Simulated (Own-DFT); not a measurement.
# Which defects push the lattice out? zincblende InP

Source: density functional calculations with Own-DFT, an unreviewed in-house program that is no longer used. Nothing was measured or relaxed, and spin and spin-orbit coupling are left out.

All runs used: PBE; PseudoDojo norm-conserving scalar-relativistic files; cutoff 36 hartree; 2 x 3 x 3 k mesh centred on Gamma; Fermi-Dirac smearing of 0.1 eV.

Limits (not all hold for every row): not probed for a lower state with spin; forces on such cells failed a check on a denser k mesh; forces not confirmed at this smearing and k mesh; stress not checked against mesh or cutoff.

All runs share one cell, with vectors in Å (17.606, 0.000, 0.000); (0.000, 11.737, 0.000); (0.000, 0.000, 11.737) and a volume of 2425.5 Å³. The atoms are randomly displaced, by u rms on each axis. The defect's site can differ from row to row.

```
cell,formula,u (Å),P (GPa)
no defect,In48P48,0.0201,3.20
no defect,In48P48,0.0202,3.21
no defect,In48P48,0.0516,3.65
two P on an In site each,In46P50,0.0295,3.01
two P on an In site each,In46P50,0.0310,?
two P on an In site each,In46P50,0.0486,3.25
two P on an In site each,In46P50,0.0496,3.27
two P vacancies,In48P46,0.0470,3.35
two P vacancies,In48P46,0.0475,3.18
two P vacancies,In48P46,0.0492,3.35
one In on a P site and one P on an In site,In48P48,0.0285,3.51
one In on a P site and one P on an In site,In48P48,0.0511,3.76
one In on a P site and one P on an In site,In48P48,0.0523,3.83
```

## Worked fit

P = P0 + c u² + a shift for each defect gives P0 = 3.15 GPa, c = 176 ± 21 GPa/Å² and a scatter of 0.06 GPa. The shifts, and each times the cell's volume:

- one In on a P site and one P on an In site: 0.19 ± 0.05 GPa, 2.9 eV
- two P vacancies: -0.26 ± 0.05 GPa, -4.0 eV (-2.0 eV for each of its 2 sites)
- two P on an In site each: -0.31 ± 0.05 GPa, -4.7 eV (-2.3 eV for each of its 2 sites)

Positive is outwards. The product with the volume (160.2 GPa Å³ to the eV) is nearly free of the cell's size; divided by the bulk modulus at the cell's pressure it gives the volume that the defect adds. The atoms around the defects weren't relaxed, which would change these numbers.

## Prediction

The question: what pressure belongs in the blank (two P on an In site each, u = 0.0310 Å)?

From the fit: 3.01 ± 0.07 GPa. The hidden result is 3.03 GPa.
